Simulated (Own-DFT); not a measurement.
Hf$_{16}$O$_{31}$ (monoclinic hafnia with two neutral oxygen vacancies, atoms displaced), Hf$_{32}$O$_{63}$ (monoclinic hafnia with one neutral oxygen vacancy, atoms displaced) (calculated)

A calculation, not a measurement: plane-wave PBE and HSE06 DFT by an unreviewed code, no spin, of a simulated cell at Gamma alone, so results move with cell size and shape, stress positive in tension, energies less offsets, not probed for a lower state with spin; hafnium file: forces about 75 meV/angstrom off all-electron values; oxygen file: force components 24 meV/angstrom off all-electron in a glass; k mesh not checked against a denser one; forces and stress are PBE's, HSE06 gives the energy alone, and its difference from PBE has offsets of its own; offsets are fitted by least squares, one for each functional and potential file, so energies compare only between cells with the same atoms and settings and are not formation energies; the far tail of each file's local potential was reset to the Coulomb form; each entry is a single point on an unrelaxed cell, so the pressure reflects the starting lattice, mostly measured values, from which strain is counted, and rises with the displacements; printed positions are rounded, which can move forces by about a meV/angstrom; the program is a retired in-house code; no spin-orbit coupling. Program: Own-DFT development build.

Common to all runs: first functional PBE; second functional HSE06; exact exchange share 0.25; screening 0.11 1/bohr; exchange divergence Gygi-Baldereschi; potential files PseudoDojo norm-conserving, scalar-relativistic, made for PBE, standard set; wave cutoff 48 hartree; occupations fixed; k mesh 1 x 1 x 1 centred on Gamma.

(1) Hf$_{16}$O$_{31}$ (monoclinic hafnia with two neutral oxygen vacancies, atoms displaced)

```cif
# cell vector a (Å): 10.2340 0.0000 0.0000
# cell vector b (Å): 0.0000 10.3500 0.0000
# cell vector c (Å): -1.6955 0.0000 10.4453
data_Hf16O31
_symmetry_space_group_name_H-M 'P 1'
_symmetry_Int_Tables_number 1
_cell_length_a 10.2340
_cell_length_b 10.3500
_cell_length_c 10.5820
_cell_angle_alpha 90.000
_cell_angle_beta 99.220
_cell_angle_gamma 90.000
_cell_volume 1106.39
loop_
_atom_site_label
_atom_site_type_symbol
_atom_site_fract_x
_atom_site_fract_y
_atom_site_fract_z
_atom_site_occupancy
Hf1 Hf 0.13528 0.01892 0.10583 1
Hf2 Hf 0.36553 0.27053 0.14769 1
Hf3 Hf 0.36569 0.48039 0.39778 1
Hf4 Hf 0.13511 0.22736 0.35846 1
O1 O 0.03951 0.17039 0.17351 1
O2 O 0.46357 0.41669 0.07206 1
O3 O 0.46474 0.33598 0.32645 1
O4 O 0.03264 0.08485 0.42173 1
O5 O 0.22800 0.37722 0.24345 1
O6 O 0.27179 0.12363 0.26550 1
O7 O 0.22275 0.37099 0.48968 1
Hf5 Hf 0.13539 0.02208 0.60072 1
Hf6 Hf 0.36105 0.26813 0.64829 1
Hf7 Hf 0.36411 0.47741 0.89909 1
Hf8 Hf 0.14309 0.23304 0.85390 1
O8 O 0.03604 0.16643 0.67043 1
O9 O 0.46129 0.41713 0.57677 1
O10 O 0.45946 0.32975 0.82672 1
O11 O 0.22009 0.37969 0.74231 1
O12 O 0.27727 0.12739 0.50608 1
O13 O 0.27789 0.12569 0.75999 1
O14 O 0.22313 0.37067 0.99243 1
Hf9 Hf 0.14434 0.52108 0.10532 1
Hf10 Hf 0.36283 0.77013 0.14260 1
Hf11 Hf 0.36235 0.98634 0.40166 1
Hf12 Hf 0.14110 0.72793 0.35292 1
O15 O 0.03810 0.66395 0.17531 1
O16 O 0.46451 0.91344 0.07588 1
O17 O 0.46600 0.83734 0.32843 1
O18 O 0.04030 0.58418 0.43057 1
O19 O 0.22240 0.88387 0.23535 1
O20 O 0.28197 0.62755 0.01531 1
O21 O 0.27374 0.62342 0.25631 1
O22 O 0.23041 0.87185 0.48693 1
Hf13 Hf 0.13527 0.51997 0.60051 1
Hf14 Hf 0.35872 0.76843 0.64374 1
Hf15 Hf 0.36496 0.97728 0.89912 1
Hf16 Hf 0.13813 0.72637 0.85774 1
O23 O 0.04005 0.66415 0.67897 1
O24 O 0.46237 0.91409 0.57569 1
O25 O 0.46120 0.83067 0.82630 1
O26 O 0.03820 0.58346 0.92269 1
O27 O 0.22164 0.87583 0.74061 1
O28 O 0.27678 0.63191 0.50893 1
O29 O 0.27840 0.62818 0.76078 1
O30 O 0.22419 0.86554 0.99187 1
Hf17 Hf 0.63395 0.02541 0.10491 1
Hf18 Hf 0.86096 0.27264 0.14643 1
Hf19 Hf 0.86793 0.47660 0.39669 1
Hf20 Hf 0.63905 0.23033 0.35785 1
O31 O 0.53680 0.16532 0.16647 1
O32 O 0.96608 0.40883 0.08093 1
O33 O 0.96283 0.33340 0.32484 1
O34 O 0.53084 0.08088 0.42309 1
O35 O 0.72356 0.37909 0.24126 1
O36 O 0.77842 0.12873 0.00969 1
O37 O 0.77395 0.12956 0.25864 1
O38 O 0.72458 0.37059 0.49374 1
Hf21 Hf 0.63326 0.01903 0.60505 1
Hf22 Hf 0.86511 0.27111 0.64982 1
Hf23 Hf 0.86502 0.47928 0.89228 1
Hf24 Hf 0.63408 0.22891 0.85618 1
O39 O 0.53260 0.16419 0.67171 1
O40 O 0.95820 0.41622 0.57721 1
O41 O 0.96472 0.33571 0.82935 1
O42 O 0.53259 0.08888 0.92447 1
O43 O 0.72768 0.37647 0.74173 1
O44 O 0.77306 0.13016 0.50334 1
O45 O 0.77550 0.12021 0.75388 1
O46 O 0.72262 0.37167 0.99132 1
Hf25 Hf 0.63831 0.51975 0.10839 1
Hf26 Hf 0.86083 0.77186 0.14201 1
Hf27 Hf 0.86135 0.98220 0.39733 1
Hf28 Hf 0.63993 0.72708 0.34594 1
O47 O 0.53763 0.66459 0.16606 1
O48 O 0.95818 0.90898 0.07513 1
O49 O 0.96240 0.84057 0.33038 1
O50 O 0.53832 0.57947 0.42517 1
O51 O 0.72537 0.88016 0.23715 1
O52 O 0.77473 0.62515 0.00526 1
O53 O 0.77574 0.62186 0.26072 1
O54 O 0.72371 0.87224 0.49351 1
Hf29 Hf 0.64196 0.51986 0.60581 1
Hf30 Hf 0.85731 0.76895 0.64478 1
Hf31 Hf 0.86043 0.97713 0.89495 1
Hf32 Hf 0.63650 0.73024 0.85532 1
O55 O 0.53752 0.66633 0.67876 1
O56 O 0.96461 0.91721 0.57288 1
O57 O 0.96190 0.83760 0.82866 1
O58 O 0.53500 0.58257 0.91980 1
O59 O 0.72399 0.88162 0.73751 1
O60 O 0.77965 0.63100 0.51703 1
O61 O 0.77534 0.62347 0.75669 1
O62 O 0.72320 0.87147 0.99164 1
```

| Property | Result |
| --- | --- |
| PBE energy of cell above offsets | -91.134 eV |
| HSE06 less PBE above offsets | 0.425 eV |
| PBE pressure | 4.15 GPa |
| PBE stress xx | -4.25 GPa |
| PBE stress yy | -4.12 GPa |
| PBE stress zz | -4.08 GPa |
| PBE stress yz | -0.18 GPa |
| PBE stress xz | 0.04 GPa |
| PBE stress xy | -0.11 GPa |

Force:
```csv
element,x (eV/Å),y (eV/Å),z (eV/Å)
Hf,-0.299,0.843,0.001
Hf,-1.311,-0.047,0.137
Hf,-0.667,-0.239,-0.021
Hf,0.978,0.55,-1.202
O,-0.475,-0.615,-0.454
O,0.236,-0.395,0.945
O,0.744,-0.567,-0.047
O,0.103,0.087,0.283
O,-0.118,0.7,-0.432
O,0.786,0.114,-0.883
O,-0.167,-0.072,0.275
Hf,0.125,-1.195,0.928
Hf,-0.095,0.629,-0.646
Hf,-0.061,1.052,-1.209
Hf,-0.843,-0.599,0.301
O,-0.062,0.326,0.409
O,0.491,-0.051,0.425
O,0.449,0.067,0.247
O,0.307,0.224,-0.273
O,-0.538,0.57,1.15
O,-0.035,-0.564,0.588
O,0.373,-0.638,-0.111
Hf,-1.064,-0.765,0.486
Hf,-0.604,0.762,1.217
Hf,-0.285,-1.648,-1.806
Hf,-0.446,1.313,-0.123
O,-0.697,0.147,-0.149
O,0.504,0.555,-0.165
O,0.464,-0.91,-0.689
O,-0.856,0.077,-1.263
O,0.241,-1.022,0.522
O,-0.286,-0.481,-0.65
O,0.593,-0.324,0.708
O,-1.169,-0.226,0.172
Hf,0.706,0.307,1.635
Hf,0.17,0.294,0.622
Hf,-1.427,-0.159,-0.95
Hf,0.436,1.022,-0.951
O,-0.996,0.188,-0.633
O,0.565,0.306,0.795
O,0.274,0.587,0.519
O,-0.444,-0.592,0.506
O,0.115,0.865,-0.477
O,-0.017,-0.619,-0.269
O,-0.024,-1.222,0.405
O,0.31,0.5,-0.012
Hf,1.71,-1.216,-0.136
Hf,0.136,-0.753,-0.778
Hf,-1.008,0.402,-0.035
Hf,0.117,-0.172,-0.109
O,-1.246,1.219,0.988
O,0.873,1.628,-0.855
O,0.187,0.29,0.764
O,1.284,1.279,-0.168
O,-0.304,0.277,0.26
O,-0.424,-0.079,-0.133
O,-0.064,-0.898,0.336
O,-0.052,0.067,-0.524
Hf,0.875,-0.223,-0.498
Hf,-1.016,-1.019,-0.501
Hf,-0.929,0.311,1.238
Hf,1.258,0.418,-0.365
O,-0.214,0.427,0.343
O,1.192,0.536,0.044
O,1.004,-1.047,-0.148
O,-0.354,-0.664,0.047
O,-0.478,0.449,-0.067
O,-0.092,0.245,0.87
O,-0.14,0.1,0.822
O,-0.086,-0.175,-0.38
Hf,0.918,-0.488,-1.53
Hf,-0.283,-0.618,0.777
Hf,-0.738,-0.382,-0.348
Hf,-0.967,1.23,1.665
O,-0.643,0.705,0.679
O,1.796,1.7,-0.361
O,1.105,-1.419,-0.724
O,0.482,0.711,-0.597
O,-0.465,0.112,0.156
O,0.139,0.398,0.765
O,0.433,-0.477,0.148
O,-0.043,-0.375,-0.808
Hf,-0.738,0.286,0.109
Hf,0.998,0.983,0.365
Hf,-0.189,0.568,-0.043
Hf,0.001,-0.345,-0.183
O,-0.173,-0.255,-0.941
O,0.129,-0.228,0.627
O,0.763,-0.707,-0.189
O,-0.162,-0.251,0.39
O,-0.402,-0.449,0.358
O,-0.156,-0.707,-1.271
O,0.309,-0.449,0.652
O,-0.322,-0.085,-0.565
```

(2) Hf$_{32}$O$_{63}$ (monoclinic hafnia with one neutral oxygen vacancy, atoms displaced)

```cif
# cell vector a (Å): 10.2340 0.0000 0.0000
# cell vector b (Å): 0.0000 10.3500 0.0000
# cell vector c (Å): -1.6955 0.0000 10.4453
data_Hf32O63
_symmetry_space_group_name_H-M 'P 1'
_symmetry_Int_Tables_number 1
_cell_length_a 10.2340
_cell_length_b 10.3500
_cell_length_c 10.5820
_cell_angle_alpha 90.000
_cell_angle_beta 99.220
_cell_angle_gamma 90.000
_cell_volume 1106.39
loop_
_atom_site_label
_atom_site_type_symbol
_atom_site_fract_x
_atom_site_fract_y
_atom_site_fract_z
_atom_site_occupancy
Hf1 Hf 0.14554 0.02740 0.10780 1
Hf2 Hf 0.36065 0.25374 0.14834 1
Hf3 Hf 0.35543 0.48890 0.37645 1
Hf4 Hf 0.12540 0.23992 0.35847 1
O1 O 0.04698 0.16487 0.18915 1
O2 O 0.47433 0.41458 0.08668 1
O3 O 0.44512 0.33929 0.32516 1
O4 O 0.03618 0.08736 0.42266 1
O5 O 0.22591 0.38450 0.23080 1
O6 O 0.27325 0.11788 0.01216 1
O7 O 0.26491 0.12901 0.26799 1
O8 O 0.23276 0.36717 0.49854 1
Hf5 Hf 0.15073 0.03169 0.60680 1
Hf6 Hf 0.35779 0.26211 0.64667 1
Hf7 Hf 0.36213 0.46236 0.89300 1
Hf8 Hf 0.12555 0.22269 0.85088 1
O9 O 0.04238 0.17098 0.67167 1
O10 O 0.46374 0.41404 0.58746 1
O11 O 0.45462 0.33125 0.82252 1
O12 O 0.03348 0.09836 0.92992 1
O13 O 0.21231 0.38222 0.75102 1
O14 O 0.28481 0.12854 0.50709 1
O15 O 0.27888 0.13158 0.75870 1
O16 O 0.21041 0.35773 0.99774 1
Hf9 Hf 0.13007 0.50903 0.10499 1
Hf10 Hf 0.35333 0.77392 0.14391 1
Hf11 Hf 0.36169 0.98818 0.39633 1
Hf12 Hf 0.13417 0.73576 0.33324 1
O17 O 0.04464 0.66032 0.15374 1
O18 O 0.44690 0.90445 0.07664 1
O19 O 0.47118 0.82714 0.33399 1
O20 O 0.03019 0.57069 0.42772 1
O21 O 0.21536 0.87767 0.24894 1
O22 O 0.26003 0.62927 0.00362 1
O23 O 0.27950 0.62299 0.26778 1
O24 O 0.21689 0.87821 0.47505 1
Hf13 Hf 0.14929 0.51954 0.60527 1
Hf14 Hf 0.34821 0.76110 0.65042 1
Hf15 Hf 0.36197 0.97479 0.88455 1
Hf16 Hf 0.13971 0.72243 0.84867 1
O25 O 0.04455 0.67211 0.66746 1
O26 O 0.46692 0.92533 0.58425 1
O27 O 0.46890 0.83887 0.83530 1
O28 O 0.02992 0.58244 0.90600 1
O29 O 0.21435 0.87261 0.72903 1
O30 O 0.27422 0.62952 0.50770 1
O31 O 0.26323 0.62226 0.75358 1
O32 O 0.21052 0.87900 0.99015 1
Hf17 Hf 0.64306 0.03213 0.10445 1
Hf18 Hf 0.85930 0.27229 0.15021 1
Hf19 Hf 0.85503 0.47584 0.39673 1
Hf20 Hf 0.62826 0.23307 0.34743 1
O33 O 0.54999 0.15894 0.17439 1
O34 O 0.96861 0.40333 0.07206 1
O35 O 0.94752 0.33066 0.32888 1
O36 O 0.54030 0.09174 0.42749 1
O37 O 0.71574 0.38046 0.23420 1
O38 O 0.77868 0.13039 0.01519 1
O39 O 0.78487 0.12774 0.27759 1
O40 O 0.73786 0.36882 0.50234 1
Hf21 Hf 0.65404 0.02686 0.59685 1
Hf22 Hf 0.85670 0.27746 0.65580 1
Hf23 Hf 0.86973 0.48510 0.88579 1
Hf24 Hf 0.63194 0.22645 0.85040 1
O41 O 0.53239 0.17994 0.67066 1
O42 O 0.95993 0.43091 0.57336 1
O43 O 0.96315 0.31935 0.82281 1
O44 O 0.54307 0.08446 0.92151 1
O45 O 0.73288 0.37612 0.74635 1
O46 O 0.77837 0.12949 0.51960 1
O47 O 0.76224 0.12434 0.75342 1
O48 O 0.72394 0.36877 0.98409 1
Hf25 Hf 0.64600 0.52401 0.10228 1
Hf26 Hf 0.85504 0.75726 0.15009 1
Hf27 Hf 0.85482 0.00328 0.39274 1
Hf28 Hf 0.64230 0.72638 0.34985 1
O49 O 0.52916 0.66258 0.18011 1
O50 O 0.96515 0.83050 0.31664 1
O51 O 0.53662 0.57012 0.43397 1
O52 O 0.73800 0.88502 0.24356 1
O53 O 0.76325 0.62816 0.00912 1
O54 O 0.78065 0.62661 0.25827 1
O55 O 0.71364 0.85606 0.47309 1
Hf29 Hf 0.64668 0.51962 0.59864 1
Hf30 Hf 0.87634 0.74470 0.64903 1
Hf31 Hf 0.86373 0.97681 0.89503 1
Hf32 Hf 0.62084 0.71942 0.84600 1
O56 O 0.54712 0.66976 0.68603 1
O57 O 0.97033 0.91677 0.57297 1
O58 O 0.95987 0.85027 0.81872 1
O59 O 0.54700 0.58813 0.91981 1
O60 O 0.71327 0.87055 0.75700 1
O61 O 0.77401 0.63886 0.49953 1
O62 O 0.77455 0.62965 0.76255 1
O63 O 0.71455 0.88551 0.98032 1
```

| Item | Value |
| --- | --- |
| PBE energy of cell above offsets | -77.561 eV |
| HSE06 less PBE above offsets | 0.700 eV |
| PBE pressure | 10.06 GPa |
| PBE stress xx | -9.84 GPa |
| PBE stress yy | -9.88 GPa |
| PBE stress zz | -10.46 GPa |
| PBE stress yz | 0.3 GPa |
| PBE stress xz | 0.07 GPa |
| PBE stress xy | 1.17 GPa |

Force:
```csv
element,x (eV/Å),y (eV/Å),z (eV/Å)
Hf,-2.088,-1.927,-0.438
Hf,-0.763,3.043,-1.044
Hf,0.351,-1.173,5.345
Hf,1.287,-0.775,0.888
O,-2.73,0.98,-1.786
O,-1.705,-1.131,-1.586
O,3.557,-3.269,-0.546
O,0.325,0.719,0.352
O,-0.95,-0.938,1.239
O,1.87,1.032,0.032
O,2.396,-0.322,-0.538
O,-1.233,0.714,-1.216
Hf,-2.707,-2.943,-2.226
Hf,1.297,2.795,-1.549
Hf,-0.869,2.093,2.407
Hf,3.143,1.267,0.79
O,-0.88,-0.075,-0.924
O,1.09,1.019,-0.115
O,1.249,-0.652,1.16
O,-1.966,-2.431,1.201
O,0.744,0.458,-0.606
O,-0.802,0.157,0.316
O,-0.201,-2.24,1.024
O,1.986,0.163,-0.788
Hf,2.521,-0.111,-1.798
Hf,0.097,-1.868,0.923
Hf,0.598,-3.084,1.647
Hf,-1.662,-0.553,3.916
O,-2.454,2.084,1.048
O,2.737,3.141,-0.93
O,-1.834,1.457,-0.672
O,1.183,1.35,-1.701
O,1.894,1.623,-2.648
O,1.022,-0.344,0.495
O,-0.553,1.447,-2.609
O,0.709,-0.27,1.584
Hf,-1.513,-1.575,-2.113
Hf,3.289,2.308,-2.733
Hf,-0.554,0.584,2.117
Hf,-1.32,3.07,2.568
O,0.894,-1.195,0.061
O,-1.1,-0.448,-0.462
O,-2.201,-0.35,-1.099
O,0.229,-0.337,0.236
O,1.001,0.923,1.114
O,0.03,0.323,0.426
O,2.547,-0.773,1.155
O,0.438,-1.122,-1.149
Hf,2.975,-6.208,-2.415
Hf,0.541,-0.465,-2.123
Hf,1.333,1.93,0.79
Hf,-0.075,1.507,2.222
O,-3.887,3.087,1.186
O,-0.95,0.432,-0.183
O,1.288,-0.409,-0.056
O,-0.292,0.278,-1.23
O,0.192,-0.359,0.846
O,0.011,0.63,0.888
O,-1.785,3.552,-3.779
O,-1.991,-0.166,-1.79
Hf,-3.939,-4.461,3.162
Hf,1.948,-1.567,-2.083
Hf,-2.728,-1.844,1.172
Hf,0.981,1.054,0.08
O,1.213,-1.567,-0.456
O,-0.044,-1.321,2.251
O,-1.357,2.878,1.339
O,-2.254,-0.903,0.631
O,-0.974,1.776,-0.52
O,1.52,1.133,-1.775
O,1.256,-0.071,0.979
O,0.105,0.476,0.714
Hf,-2.651,-0.573,-0.245
Hf,1.332,3.798,-1.68
Hf,3.015,-7.459,3.833
Hf,-2.026,0.525,0.098
O,0.437,-0.716,-1.406
O,0.037,0.022,-0.087
O,0.794,1.181,-1.603
O,-1.255,0.482,-1.491
O,2.961,0.248,-0.069
O,-0.19,-1.83,-0.004
O,0.956,4.182,2.636
Hf,-3.184,-0.413,1.094
Hf,-2.597,6.038,-1.211
Hf,-2.112,-0.464,0.431
Hf,5.746,6.705,2.811
O,-3.171,-1.794,-5.686
O,-0.631,0.025,0.143
O,2.512,-2.675,-0.165
O,-5.872,-6.058,2.272
O,1.644,2.272,-3.002
O,0.269,-2.586,1.009
O,1.855,-2.247,-0.631
O,0.643,-0.893,2.332
```

(3) Hf$_{32}$O$_{63}$ (monoclinic hafnia with one neutral oxygen vacancy, atoms displaced)

```cif
# cell vector a (Å): 10.2340 0.0000 0.0000
# cell vector b (Å): 0.0000 10.3500 0.0000
# cell vector c (Å): -1.6955 0.0000 10.4453
data_Hf32O63
_symmetry_space_group_name_H-M 'P 1'
_symmetry_Int_Tables_number 1
_cell_length_a 10.2340
_cell_length_b 10.3500
_cell_length_c 10.5820
_cell_angle_alpha 90.000
_cell_angle_beta 99.220
_cell_angle_gamma 90.000
_cell_volume 1106.39
loop_
_atom_site_label
_atom_site_type_symbol
_atom_site_fract_x
_atom_site_fract_y
_atom_site_fract_z
_atom_site_occupancy
Hf1 Hf 0.13821 0.02018 0.10400 1
Hf2 Hf 0.35746 0.26937 0.14636 1
Hf3 Hf 0.36266 0.47954 0.39421 1
Hf4 Hf 0.13681 0.22615 0.35579 1
O1 O 0.03976 0.16781 0.16847 1
O2 O 0.46425 0.41709 0.07631 1
O3 O 0.46442 0.33007 0.32336 1
O4 O 0.03694 0.08472 0.42146 1
O5 O 0.22494 0.38287 0.23687 1
O6 O 0.27687 0.12618 0.00599 1
O7 O 0.27421 0.12555 0.25910 1
O8 O 0.22743 0.37177 0.49213 1
Hf5 Hf 0.13605 0.02285 0.60439 1
Hf6 Hf 0.36026 0.27280 0.64638 1
Hf7 Hf 0.36567 0.48357 0.89479 1
Hf8 Hf 0.13632 0.22601 0.84909 1
O9 O 0.04017 0.16827 0.67377 1
O10 O 0.46353 0.41592 0.57899 1
O11 O 0.46003 0.33334 0.83327 1
O12 O 0.04111 0.08436 0.92442 1
O13 O 0.22607 0.37430 0.74017 1
O14 O 0.27184 0.13117 0.51976 1
O15 O 0.27925 0.12057 0.75629 1
O16 O 0.22329 0.37151 0.99175 1
Hf9 Hf 0.13779 0.52343 0.10866 1
Hf10 Hf 0.36406 0.76809 0.14587 1
Hf11 Hf 0.36340 0.98310 0.39460 1
Hf12 Hf 0.13810 0.72888 0.35529 1
O17 O 0.03405 0.66872 0.17529 1
O18 O 0.46394 0.91541 0.07515 1
O19 O 0.46592 0.83474 0.32408 1
O20 O 0.03183 0.58372 0.43021 1
O21 O 0.22496 0.88399 0.24043 1
O22 O 0.27755 0.62661 0.01714 1
O23 O 0.27133 0.61782 0.26254 1
O24 O 0.22529 0.87332 0.48667 1
Hf13 Hf 0.13708 0.52500 0.60520 1
Hf14 Hf 0.36806 0.77283 0.64547 1
Hf15 Hf 0.35610 0.97598 0.89436 1
Hf16 Hf 0.14240 0.72649 0.85446 1
O25 O 0.03562 0.66010 0.67410 1
O26 O 0.46431 0.91157 0.57774 1
O27 O 0.46613 0.83637 0.83145 1
O28 O 0.03957 0.58113 0.92543 1
O29 O 0.22588 0.88133 0.73265 1
O30 O 0.27119 0.63101 0.51241 1
O31 O 0.27575 0.61833 0.75668 1
O32 O 0.22481 0.87279 0.99321 1
Hf17 Hf 0.64141 0.02581 0.10443 1
Hf18 Hf 0.86426 0.27382 0.14445 1
Hf19 Hf 0.86167 0.48113 0.39441 1
Hf20 Hf 0.64067 0.23097 0.35481 1
O33 O 0.95950 0.41893 0.07100 1
O34 O 0.96284 0.32702 0.32924 1
O35 O 0.53433 0.08755 0.42480 1
O36 O 0.72696 0.37864 0.23906 1
O37 O 0.77768 0.12979 0.01253 1
O38 O 0.77501 0.12156 0.26031 1
O39 O 0.72135 0.36505 0.48882 1
Hf21 Hf 0.63899 0.02381 0.59968 1
Hf22 Hf 0.85972 0.26431 0.64596 1
Hf23 Hf 0.86167 0.48148 0.89066 1
Hf24 Hf 0.63774 0.23232 0.85543 1
O40 O 0.53917 0.16265 0.67415 1
O41 O 0.96409 0.41800 0.58000 1
O42 O 0.96385 0.33250 0.82835 1
O43 O 0.53862 0.08236 0.91997 1
O44 O 0.72393 0.37522 0.74372 1
O45 O 0.77951 0.12816 0.50836 1
O46 O 0.77263 0.11926 0.76103 1
O47 O 0.72052 0.37729 0.99266 1
Hf25 Hf 0.63900 0.52092 0.10071 1
Hf26 Hf 0.86424 0.76552 0.14563 1
Hf27 Hf 0.86365 0.98027 0.40054 1
Hf28 Hf 0.63622 0.73498 0.35923 1
O48 O 0.53811 0.66217 0.17372 1
O49 O 0.96884 0.91427 0.07869 1
O50 O 0.96554 0.83529 0.32913 1
O51 O 0.53789 0.58524 0.42274 1
O52 O 0.72385 0.87690 0.24423 1
O53 O 0.77557 0.63176 0.01023 1
O54 O 0.78047 0.62384 0.26357 1
O55 O 0.72409 0.86646 0.48386 1
Hf29 Hf 0.63851 0.52246 0.59993 1
Hf30 Hf 0.86533 0.76821 0.64550 1
Hf31 Hf 0.86391 0.98014 0.89806 1
Hf32 Hf 0.63740 0.72780 0.85455 1
O56 O 0.53783 0.67085 0.66904 1
O57 O 0.96495 0.91697 0.57675 1
O58 O 0.95885 0.83474 0.82666 1
O59 O 0.53895 0.58283 0.92543 1
O60 O 0.72719 0.87964 0.73828 1
O61 O 0.77431 0.63303 0.51064 1
O62 O 0.77587 0.62035 0.76078 1
O63 O 0.72590 0.87346 0.98619 1
```

| Property | Result |
| --- | --- |
| PBE energy of cell above offsets | -93.963 eV |
| HSE06 less PBE above offsets | -0.105 eV |
| PBE pressure | 4.08 GPa |
| PBE stress xx | -3.78 GPa |
| PBE stress yy | -4.2 GPa |
| PBE stress zz | -4.26 GPa |
| PBE stress yz | -0.05 GPa |
| PBE stress xz | -0.14 GPa |
| PBE stress xy | 0.05 GPa |

Force:
```csv
element,x (eV/Å),y (eV/Å),z (eV/Å)
Hf,0.254,0.136,0.036
Hf,0.661,0.437,-1.123
Hf,-0.013,-0.714,0.38
Hf,0.269,1.013,-0.131
O,-0.726,0.563,0.42
O,0.102,-0.227,0.333
O,0.065,0.26,0.327
O,-0.467,-0.436,0.176
O,-0.22,-0.411,0.75
O,0.283,0.288,0.595
O,0.365,-0.312,0.633
O,-0.199,-0.051,-0.851
Hf,1.089,-0.502,-0.049
Hf,0.217,-0.351,0.479
Hf,-1.024,-1.67,0.831
Hf,1.077,1.368,1.465
O,-1.178,0.002,-0.652
O,0.891,0.735,-0.269
O,0.986,-0.408,-0.541
O,-1.067,-0.667,-0.452
O,-0.381,0.834,-0.296
O,0.667,-0.306,-1.548
O,-0.342,-0.339,0.686
O,0.009,-0.037,-0.374
Hf,0.037,-1.19,-1.029
Hf,0.649,0.855,0.2
Hf,-0.479,-0.673,-0.084
Hf,-0.334,0.806,0.518
O,0.479,-0.523,-0.037
O,0.393,0.188,0.405
O,-0.631,0.417,0.526
O,0.376,0.558,-1.041
O,0.253,-0.701,0.121
O,0.062,0.44,-0.809
O,0.405,0.753,0.147
O,0.003,0.001,-0.092
Hf,0.521,-2.075,-0.1
Hf,-1.171,-0.159,-0.208
Hf,1.163,1.361,0.338
Hf,-1.015,0.329,0.211
O,-0.788,1.409,0.866
O,1.148,1.335,-0.755
O,0.159,-0.956,-0.572
O,0.046,0.808,-0.671
O,-0.447,-0.762,1.011
O,0.67,0.058,-0.379
O,0.064,0.6,0.916
O,-0.256,-1.083,-1.037
Hf,-0.904,-0.778,-0.019
Hf,-0.166,-0.242,-0.023
Hf,-0.069,-0.612,0.455
Hf,-0.426,-0.295,-1.152
O,0.549,0.166,0.907
O,0.151,0.625,0.017
O,0.091,-0.027,-0.255
O,-0.175,0.259,0.172
O,0.22,0.434,-0.017
O,-0.332,-0.112,-0.095
O,0.298,1.105,0.521
Hf,-0.407,-0.864,1.43
Hf,0.492,1.523,0.465
Hf,0.138,-0.776,0.738
Hf,-0.613,-0.434,0.382
O,-0.721,0.714,-0.21
O,-0.627,-0.605,-0.047
O,-0.002,-0.208,-0.291
O,-0.472,-0.159,0.617
O,0.007,0.567,-0.886
O,-0.099,-0.341,0.355
O,0.829,0.255,-0.185
O,0.474,-0.659,-0.842
Hf,-0.185,-0.51,1.382
Hf,-1.103,1.575,0.465
Hf,-0.085,-0.73,-1.737
Hf,0.937,-0.807,-1.837
O,-0.789,0.735,0.059
O,-0.271,0.003,-0.131
O,0.351,-0.216,0.095
O,-0.861,-0.697,0.121
O,0.19,0.56,-0.908
O,0.26,-0.188,-0.3
O,-0.074,-0.265,-0.111
O,0.149,1.393,1.482
Hf,-0.2,-0.663,0.669
Hf,-0.711,0.789,0.355
Hf,-0.408,-0.2,-0.228
Hf,0.621,1.295,0.01
O,0.203,-0.536,0.305
O,-0.154,-0.217,0.323
O,1.819,-1.03,0.065
O,-0.371,0.377,-0.914
O,-0.301,-0.125,-0.563
O,0.183,-0.869,0.158
O,-0.012,0.076,-0.384
O,-0.046,-0.289,0.316
```
